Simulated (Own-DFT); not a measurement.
Simulation results for SiC (4H silicon carbide, atoms displaced)

All values are calculated (Own-DFT development build). A calculation, not a measurement: plane-wave PBE density functional theory by an unreviewed code, no spin, of a simulated periodic cell, stress positive in tension, free energy of the whole cell less one offset for each atom, forces on such cells passed a denser k mesh, this cell's mesh not checked; offsets are fitted by least squares, one for each functional and potential file, so energies compare only between cells with the same atoms and settings and are not formation energies; the far tail of each file's local potential was reset to the Coulomb form; each entry is a single point on an unrelaxed cell, so the pressure reflects the starting lattice, mostly measured values (interpolated for alloys), from which strain is counted, and rises with the displacements; printed positions are rounded, which can move forces by about a meV/angstrom; the program, named Own-DFT, is a retired in-house code; no spin-orbit coupling.

Entry: SiC (4H silicon carbide, atoms displaced)

```
SiC
1.0
      6.1654     0.0000     0.0000
     -3.0827     5.3394     0.0000
      0.0000     0.0000    10.0681
Si C Si C Si C Si C Si C Si C Si C Si C
2 2 2 2 2 2 2 2 2 2 2 2 2 2 2 2
Direct
  0.99776 0.00275 0.40427
  0.18738 0.33953 0.15442
  0.00727 0.99781 0.11101
  0.15939 0.33642 0.36263
  0.00644 0.46460 0.41706
  0.17227 0.86204 0.16194
  0.02369 0.50785 0.09317
  0.17632 0.84225 0.33959
  0.51508 0.98897 0.41784
  0.68750 0.35285 0.15120
  0.49717 0.98966 0.09603
  0.68643 0.33588 0.35463
  0.49529 0.50081 0.40568
  0.70353 0.85088 0.14174
  0.52187 0.51774 0.09381
  0.65789 0.86654 0.32949
  0.00471 0.01957 0.90969
  0.83154 0.66936 0.66893
  0.98569 0.95698 0.59014
  0.83495 0.66899 0.84336
  0.98029 0.48901 0.90083
  0.78287 0.13663 0.63483
  0.98560 0.49234 0.61100
  0.81789 0.14249 0.83363
  0.50437 0.98402 0.90988
  0.31591 0.63243 0.66181
  0.50578 0.02603 0.60406
  0.38473 0.69247 0.85137
  0.49232 0.47080 0.90222
  0.33119 0.17388 0.66620
  0.47455 0.52719 0.59033
  0.36842 0.20066 0.84966
```

Settings of this run: functional PBE, potential files PseudoDojo norm-conserving, scalar-relativistic, standard set, wave cutoff 42 hartree, occupations Fermi-Dirac, smearing width 0.1 eV, hardware one NVIDIA H100 and k mesh 5 x 5 x 3 centred on Gamma.

The calculation gives: free energy of cell above offsets 8.307 eV; pressure 13.61 GPa; stress xx -20.22 GPa; stress yy -13.56 GPa; stress zz -7.06 GPa; stress yz -4.39 GPa; stress xz 3.68 GPa; stress xy 1.33 GPa; wall time 132.1 s.

Force:
| element | x (eV/Å) | y (eV/Å) | z (eV/Å) |
| --- | --- | --- | --- |
| Si | 1.056 | -2.376 | 0.156 |
| Si | -1.309 | 1.465 | 1.57 |
| C | 1.132 | 4.896 | -4.869 |
| C | 6.763 | -2.885 | -4.773 |
| Si | -7.59 | 6.794 | 1.744 |
| Si | 5.682 | -4.201 | 0.494 |
| C | -1.419 | 0.068 | -0.607 |
| C | -0.123 | -0.541 | 2.669 |
| Si | -6.261 | 2.856 | -1.018 |
| Si | 1.068 | -2.08 | 1.881 |
| C | 0.521 | 2.536 | -1.209 |
| C | -2.089 | -0.055 | -0.911 |
| Si | 1.642 | 1.045 | -0.126 |
| Si | -7.324 | -2.242 | 3.325 |
| C | 0.233 | -1.597 | -0.356 |
| C | 5.817 | -4.078 | 0.272 |
| Si | 1.011 | -1.495 | -0.695 |
| Si | -1.062 | -2.265 | -2.412 |
| C | -1.124 | 4.989 | -0.222 |
| C | 0.244 | 0.741 | 2.634 |
| Si | 2.773 | 0.267 | 0.686 |
| Si | 12.71 | 5.116 | 5.882 |
| C | 0.571 | -1.104 | -1.816 |
| C | 0.575 | 2.444 | 0.953 |
| Si | -0.848 | 3.912 | 1.53 |
| Si | -5.893 | 5.136 | 4.354 |
| C | -9.707 | -6.707 | -3.475 |
| C | -2.94 | -6.52 | -2.888 |
| Si | -0.176 | 12.52 | 4.625 |
| Si | -1.285 | 0.065 | -2.254 |
| C | 8.496 | -4.459 | -1.877 |
| C | -1.142 | -12.24 | -3.267 |
